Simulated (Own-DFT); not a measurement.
# One host, several defects: C11b WSi2

No measurement is shown. These are fixed-geometry runs of a retired plane-wave code named Own-DFT, which no person has reviewed; spin and spin-orbit coupling are neglected.

Settings: PBEsol; PseudoDojo norm-conserving scalar-relativistic files, made for PBE; cutoff 50 hartree; 5 x 5 x 5 k mesh centred on Gamma; cold (Marzari-Vanderbilt) smearing of 0.2 eV.

Limits: forces on such cells failed a check on a denser k mesh; stress not checked against mesh or cutoff.

All runs share one cell, with vectors in Å (-2.148, -5.953, 3.409); (-6.444, 2.976, 1.136); (-2.553, -2.948, -6.757) and a volume of 403.2 Å³. Atoms were moved at random from their sites; u is the rms move along one axis. The defect's site can differ from row to row.

| cell | formula | u (Å) | P (GPa) |
|---|---|---|---|
| no defect | Si20W10 | 0.0180 | 0.49 |
| no defect | Si20W10 | 0.0192 | 0.55 |
| no defect | Si20W10 | 0.0534 | 1.75 |
| one W on a Si site | Si19W11 | 0.0290 | 5.24 |
| one W on a Si site | Si19W11 | 0.0323 | 5.61 |
| one W on a Si site | Si19W11 | 0.0518 | 6.95 |
| one Si vacancy | Si19W10 | 0.0295 | -0.79 |
| one Si vacancy | Si19W10 | 0.0309 | -0.53 |
| one Si vacancy | Si19W10 | 0.0499 | ? |
| one Si vacancy | Si19W10 | 0.0504 | 0.41 |
| one Si on a W site | Si21W9 | 0.0249 | 2.08 |
| one Si on a W site | Si21W9 | 0.0507 | 3.86 |
| one Si on a W site | Si21W9 | 0.0564 | 3.85 |

## Working it out

P = P0 + c u² + a shift for each defect gives P0 = 0.15 GPa, c = 664 ± 71 GPa/Å² and a scatter of 0.24 GPa. The shifts, and each times the cell's volume:

- one W on a Si site: 4.77 ± 0.20 GPa, 12.0 eV
- one Si on a W site: 1.71 ± 0.21 GPa, 4.3 eV
- one Si vacancy: -1.41 ± 0.20 GPa, -3.6 eV

A positive shift means that the defect pushes the cell outwards. Shift times volume (160.2 GPa Å³ is 1 eV) depends little on the cell's size, so, taken for each site, it can be compared between cells at like pressure. The atoms around the defects weren't relaxed, which would change these numbers.

## Prediction

Asked: what pressure belongs in the blank (one Si vacancy, u = 0.0499 Å)?

The fit gives 0.39 ± 0.29 GPa. The calculation gave 0.58 GPa.
